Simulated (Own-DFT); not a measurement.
Al₃₅N₃₇ (wurtzite with substituted atoms, atoms displaced) (calculated)

A calculation, not a measurement: plane-wave PBE density functional theory by an unreviewed code, no spin, of a simulated periodic cell, stress positive in tension, free energy of the whole cell less one offset for each atom, not probed for a lower state with spin; forces on such cells passed a denser k mesh, this cell's mesh not checked; offsets are fitted by least squares, one for each functional and potential file, so energies compare only between cells with the same atoms and settings and are not formation energies; the far tail of each file's local potential was reset to the Coulomb form; each entry is a single point on an unrelaxed cell, so the pressure reflects the starting lattice, mostly measured values (interpolated for alloys), from which strain is counted, and rises with the displacements; printed positions are rounded, which can move forces by about a meV/angstrom; the program, named Own-DFT, is a retired in-house code; no spin-orbit coupling; before rounding, a Quantum ESPRESSO 7.3.1 run of the same cell and cutoff gave forces within 1 meV/angstrom rms on each cell, which checks the program and not the settings. Program: Own-DFT development build.

Common to all runs: functional PBE; potential files PseudoDojo norm-conserving, scalar-relativistic, standard set; wave cutoff 42 hartree; occupations Fermi-Dirac; smearing width 0.1 eV; k mesh 3 x 3 x 2 centred on Gamma.

(1) Al₃₅N₃₇ (wurtzite with substituted atoms, atoms displaced)

```
Al35N37
1.0
      9.3360     0.0000     0.0000
     -4.6680     8.0852     0.0000
      0.0000     0.0000     9.9640
Al N Al N Al N Al N Al N Al N Al N Al N Al N Al N Al N Al N Al N Al N Al N Al N Al N Al N
2 2 2 2 2 2 2 2 2 2 2 2 2 2 2 2 2 2 2 3 1 2 2 2 2 2 2 2 2 2 2 2 2 2 2 2
Direct
  0.11676 0.23115 0.98943
  0.21542 0.10273 0.24493
  0.10313 0.22160 0.18604
  0.20923 0.10006 0.44970
  0.10385 0.21815 0.50218
  0.21280 0.10012 0.74271
  0.10310 0.20688 0.68553
  0.22471 0.09804 0.94734
  0.09940 0.55379 0.00769
  0.20913 0.43928 0.24738
  0.10963 0.55822 0.17711
  0.21891 0.44632 0.43725
  0.10831 0.53663 0.50437
  0.22398 0.45047 0.75257
  0.10821 0.54862 0.68635
  0.19916 0.42167 0.93543
  0.11708 0.90004 0.00517
  0.21562 0.77772 0.24738
  0.11017 0.87555 0.18744
  0.22657 0.78490 0.44661
  0.10609 0.87277 0.49700
  0.21927 0.76701 0.75612
  0.10078 0.88897 0.68285
  0.22195 0.78331 0.94654
  0.44855 0.22014 0.99020
  0.55352 0.10686 0.25937
  0.44241 0.21294 0.18293
  0.56687 0.11380 0.43428
  0.45109 0.22142 0.49743
  0.54486 0.11749 0.75786
  0.44737 0.24624 0.69269
  0.56258 0.11174 0.93078
  0.44540 0.57060 0.99155
  0.55351 0.44414 0.24663
  0.44702 0.56062 0.18417
  0.55177 0.43070 0.43597
  0.45201 0.56579 0.51020
  0.55302 0.43284 0.75431
  0.46392 0.57049 0.67815
  0.55227 0.44348 0.95122
  0.43772 0.88566 0.99340
  0.55082 0.76802 0.25334
  0.46060 0.89355 0.18731
  0.56146 0.76675 0.44382
  0.45530 0.89863 0.49614
  0.56046 0.76155 0.75024
  0.45995 0.90792 0.68983
  0.56530 0.79607 0.93105
  0.78330 0.21730 0.99905
  0.89907 0.11157 0.25255
  0.77676 0.24202 0.17858
  0.87296 0.11896 0.43743
  0.77240 0.21779 0.48709
  0.88978 0.11086 0.74714
  0.78887 0.23988 0.69824
  0.89877 0.10802 0.94942
  0.77343 0.56535 0.00389
  0.85972 0.44064 0.25134
  0.78797 0.56307 0.18547
  0.89567 0.44739 0.43525
  0.77098 0.54597 0.51522
  0.90107 0.45706 0.75095
  0.77450 0.53938 0.67950
  0.88293 0.43857 0.93758
  0.76019 0.88143 0.99665
  0.88702 0.77983 0.23080
  0.77950 0.89170 0.18969
  0.89923 0.77903 0.44487
  0.77402 0.89567 0.49589
  0.89486 0.79381 0.74736
  0.77858 0.90199 0.67766
  0.89280 0.77685 0.93459
```

* free energy of cell above offsets: -10.442 eV
* pressure: 8.49 GPa
* stress xx: -4.16 GPa
* stress yy: -9.89 GPa
* stress zz: -11.42 GPa
* stress yz: -1.12 GPa
* stress xz: -0.89 GPa
* stress xy: 0.19 GPa

Force:
```csv
element,x (eV/Å),y (eV/Å),z (eV/Å)
Al,1.158,-6.1,2.873
Al,0.396,0.852,0.809
N,2.252,0.21,-0.014
N,1.283,0.988,-1.697
Al,0.317,0.018,-1.053
Al,0.805,1.176,0.701
N,0.153,2.45,1.075
N,-1.067,4.024,-2.552
Al,0.099,-0.409,-3.352
Al,0.555,1.13,-0.34
N,0.15,-0.119,4.741
N,2.279,-1.091,0.356
Al,-2.034,2.655,-1.445
Al,0.528,-1.803,-1.295
N,1.495,1.573,1.112
N,1.075,7.827,-1.378
Al,-0.197,-3.149,-0.318
Al,2.823,-1.396,0.87
N,-2.106,2.3,-0.055
N,2.364,-1.666,-1.525
Al,-0.521,2.057,0.637
Al,0.218,2.459,-1.469
N,2.645,-1.055,1.322
N,0.901,-0.96,-0.819
Al,0.003,-0.798,1.976
Al,0.286,1.14,-4.72
N,-0.576,0.556,1.105
N,-2.537,-0.802,1.632
Al,-1.855,-0.956,0.379
Al,2.275,0.379,-3.306
N,-0.188,-7.301,-1.81
N,-0.554,-0.131,2.962
Al,-0.289,-1.529,1.335
Al,-0.08,-0.611,-0.46
N,-0.577,-1.297,-0.14
N,-0.361,2.075,0.122
Al,-0.074,-3.285,-5.033
Al,0.888,6.121,1.47
N,-1.029,-4.145,4.911
N,-0.767,1.017,-1.913
N,-0.242,0.955,0.758
Al,0.616,1.126,-0.33
N,-1.86,-0.879,0.557
N,-1.988,2.236,-1.527
Al,-0.522,-1.815,1.358
Al,-1.313,6.029,-0.809
N,-0.878,-2.601,-0.361
N,-2.105,-3.602,-0.389
Al,-0.459,0.321,-0.844
Al,-2.929,0.094,-1.09
N,0.628,-3.254,2.031
N,4.715,-2.214,-0.94
Al,-0.569,4.104,3.7
Al,-1.769,1.008,1.051
N,-0.457,-2.134,-1.462
N,-1.382,-0.933,-1.737
Al,1.851,-1.643,-1.571
Al,4.343,0.493,0.615
N,-3.62,0.442,-0.178
N,-1.239,-0.615,0.607
Al,0.543,1.28,-6.999
Al,-1.513,-1.964,0.601
N,-1.148,1.893,6.62
N,-0.41,1.591,0.366
Al,3.918,2.959,1.521
Al,0.718,0.006,3.244
N,-0.729,-0.427,-0.228
N,-3.428,-1.38,-1.614
Al,2.583,-0.487,-0.691
Al,-0.977,-1.817,-0.859
N,0.616,-1.847,2.172
N,-1.132,0.667,0.732
```

(2) Al₃₅N₃₇ (wurtzite with substituted atoms, atoms displaced)

```
Al35N37
1.0
      9.3360     0.0000     0.0000
     -4.6680     8.0852     0.0000
      0.0000     0.0000     9.9640
Al N Al N Al N Al N Al N Al N Al N Al N Al N Al N Al N Al N Al N Al N Al N Al N Al N Al N
2 2 2 2 2 2 2 2 2 2 2 2 2 2 2 2 2 2 2 2 2 2 2 2 2 2 2 3 1 2 2 2 2 2 2 2
Direct
  0.11758 0.23141 0.00358
  0.22591 0.10550 0.25212
  0.10954 0.22139 0.17820
  0.23772 0.13319 0.45170
  0.10260 0.22432 0.49703
  0.22635 0.10065 0.72862
  0.12687 0.22686 0.69391
  0.21430 0.11470 0.94478
  0.10697 0.55158 0.98793
  0.23059 0.45139 0.24329
  0.12153 0.55326 0.18923
  0.22830 0.43499 0.45055
  0.12789 0.55380 0.50333
  0.23285 0.44812 0.75357
  0.11288 0.57093 0.68900
  0.23280 0.44596 0.94031
  0.11589 0.89984 0.00095
  0.21716 0.75982 0.24884
  0.09655 0.87200 0.18465
  0.21939 0.77559 0.45036
  0.09091 0.87872 0.51159
  0.22481 0.76108 0.74549
  0.08393 0.86665 0.69063
  0.23208 0.76850 0.93858
  0.44063 0.21625 0.00923
  0.56006 0.11007 0.25320
  0.45598 0.22646 0.19494
  0.55392 0.10581 0.43598
  0.45164 0.20946 0.49374
  0.57808 0.11930 0.75458
  0.45886 0.23773 0.67520
  0.55999 0.11543 0.93000
  0.44248 0.54339 0.00367
  0.55101 0.42933 0.25919
  0.43757 0.54279 0.18777
  0.55408 0.44695 0.44352
  0.42832 0.53670 0.50902
  0.57350 0.46372 0.74718
  0.43369 0.53553 0.68636
  0.55725 0.43922 0.93243
  0.42909 0.88152 0.99628
  0.56007 0.77986 0.24553
  0.43623 0.89358 0.19499
  0.55652 0.77017 0.43788
  0.42949 0.87560 0.49371
  0.54464 0.77054 0.75935
  0.43196 0.87754 0.69487
  0.53358 0.75654 0.94379
  0.77288 0.22770 0.00207
  0.88009 0.10130 0.25344
  0.76454 0.22340 0.19652
  0.89108 0.10765 0.43707
  0.78685 0.21955 0.49133
  0.88605 0.11752 0.75702
  0.76360 0.21787 0.68820
  0.88222 0.10114 0.94960
  0.77580 0.55756 0.98497
  0.88872 0.43722 0.26473
  0.78284 0.55985 0.19116
  0.87463 0.43535 0.43157
  0.78461 0.57096 0.50129
  0.90346 0.45503 0.75158
  0.77033 0.55171 0.66144
  0.87779 0.44484 0.93652
  0.77816 0.89794 0.00147
  0.86411 0.76774 0.25834
  0.77001 0.88285 0.19677
  0.88667 0.77918 0.44588
  0.77137 0.87677 0.50653
  0.89149 0.76785 0.75042
  0.77447 0.88828 0.69346
  0.91208 0.79712 0.93948
```

- free energy of cell above offsets: -9.859 eV
- pressure: 8.84 GPa
- stress xx: -7.51 GPa
- stress yy: -7.74 GPa
- stress zz: -11.28 GPa
- stress yz: 0.44 GPa
- stress xz: 1.06 GPa
- stress xy: -4.38 GPa

Force:
```csv
element,x (eV/Å),y (eV/Å),z (eV/Å)
Al,-0.689,-1.332,-2.164
Al,-0.91,-0.361,-0.021
N,-0.107,-0.231,4.339
N,-1.642,-3.518,-1.599
Al,2.357,-1.239,1.631
Al,0.357,1.345,1.468
N,-3.176,-0.573,-0.394
N,2.522,0.091,-1.174
Al,0.447,0.221,2.102
Al,-0.159,-2.555,1.166
N,-2.043,-1.531,-0.634
N,-3.571,0.896,-2.713
Al,-2.27,-0.069,-0.866
Al,-1.068,-1.739,0.067
N,1.38,-6.33,-1.048
N,-2.369,-0.419,-0.493
Al,1.669,-1.028,0.519
Al,-1.756,2.696,0.527
N,0.619,1.216,2.307
N,-1.908,-1.298,-1.631
Al,2.75,1.784,-2.013
Al,-2.081,5.539,2.571
N,5.332,3.208,-0.359
N,-4.306,-0.47,-1.361
Al,0.262,0.446,-1.957
Al,-1.849,-0.997,0.034
N,-1.102,-2.306,-0.587
N,2.015,-1.359,0.563
Al,-1.019,2.996,1.172
Al,-6.751,-2.796,-1.244
N,0.438,-2.051,2.66
N,-0.748,-1.114,3.389
Al,0.965,0.74,0.052
Al,-0.117,3.146,-0.443
N,1.894,1.438,0.566
N,1.045,-0.311,-0.582
Al,3.661,2.158,-1.656
Al,-0.646,-3.258,-0.985
N,0.702,3.389,1.882
N,0.287,0.399,0.883
Al,3.393,1.933,1.347
Al,-2.479,-1.86,0.761
N,1.426,-0.996,-1.024
N,-1.311,-0.333,0.339
Al,2.97,1.93,1.196
Al,0.794,0.024,-1.591
N,2.08,1.833,-1.25
N,1.538,2.474,0.623
Al,0.264,-0.866,0.761
Al,0.569,1.535,-1.69
N,3.362,0.172,-1.341
N,-0.275,-0.821,0.627
Al,-2.559,-0.364,1.183
Al,1.518,-0.919,-0.653
N,6.543,3.561,-1.921
N,-0.824,4.196,-1.22
N,0.178,-0.364,1.83
Al,-0.094,1.405,-5.938
N,-0.475,-1.991,0.454
N,1.641,1.348,5.179
Al,-0.491,-3.323,-6.588
Al,-2.954,-1.608,-1.777
N,2.025,0.833,9.674
N,1.009,0.506,-0.041
Al,0.486,-4.135,0.334
Al,3.05,0.74,-1.424
N,0.247,1.349,-1.523
N,-0.522,0.651,-1.57
Al,-1.382,1.104,0.169
Al,-4.493,-0.988,1.586
N,-0.209,-0.298,0.839
N,-3.443,-1.552,-1.321
```
